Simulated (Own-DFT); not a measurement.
# Point defects and the pressure they add: C11b WSi2

Everything here is calculated. The program is Own-DFT (plane waves, in-house, since retired, never reviewed by a person); positions were held fixed, and spin and spin-orbit coupling were off.

All runs used: PBE; PseudoDojo norm-conserving scalar-relativistic files; cutoff 50 hartree; 5 x 5 x 5 k mesh centred on Gamma; cold (Marzari-Vanderbilt) smearing of 0.2 eV.

Keep in mind: forces on such cells failed a check on a denser k mesh; stress not checked against mesh or cutoff.

All runs share one cell, with vectors in Å (-2.148, -5.953, 3.409); (-6.444, 2.976, 1.136); (-2.553, -2.948, -6.757) and a volume of 403.2 Å³. The atoms are randomly displaced, by u rms on each axis. The defect's site can differ from row to row.

| cell | formula | u (Å) | P (GPa) |
|---|---|---|---|
| no defect | Si20W10 | 0.0212 | 4.45 |
| no defect | Si20W10 | 0.0219 | 4.42 |
| no defect | Si20W10 | 0.0438 | 5.57 |
| one Si vacancy | Si19W10 | 0.0249 | 3.06 |
| one Si vacancy | Si19W10 | 0.0339 | 3.36 |
| one Si vacancy | Si19W10 | 0.0533 | 4.65 |
| one Si on a W site | Si21W9 | 0.0318 | 6.70 |
| one Si on a W site | Si21W9 | 0.0318 | 6.47 |
| one Si on a W site | Si21W9 | 0.0444 | 6.85 |
| one Si on a W site | Si21W9 | 0.0476 | ? |
| one W on a Si site | Si19W11 | 0.0271 | 9.75 |
| one W on a Si site | Si19W11 | 0.0325 | 9.98 |
| one W on a Si site | Si19W11 | 0.0545 | 10.84 |

## Working it out

P = P0 + c u² + a shift for each defect gives P0 = 4.24 GPa, c = 602 ± 66 GPa/Å² and a scatter of 0.18 GPa. The shifts, and each times the cell's volume:

- one W on a Si site: 4.99 ± 0.15 GPa, 12.6 eV
- one Si on a W site: 1.63 ± 0.15 GPa, 4.1 eV
- one Si vacancy: -1.48 ± 0.15 GPa, -3.7 eV

Positive is outwards. The product with the volume (160.2 GPa Å³ to the eV) is nearly free of the cell's size; divided by the bulk modulus at the cell's pressure it gives the volume that the defect adds. The atoms around the defects weren't relaxed, which would change these numbers.

## Check

The question: what pressure belongs in the blank (one Si on a W site, u = 0.0476 Å)?

The fitted form gives 7.24 ± 0.22 GPa. The calculation gave 7.15 GPa.
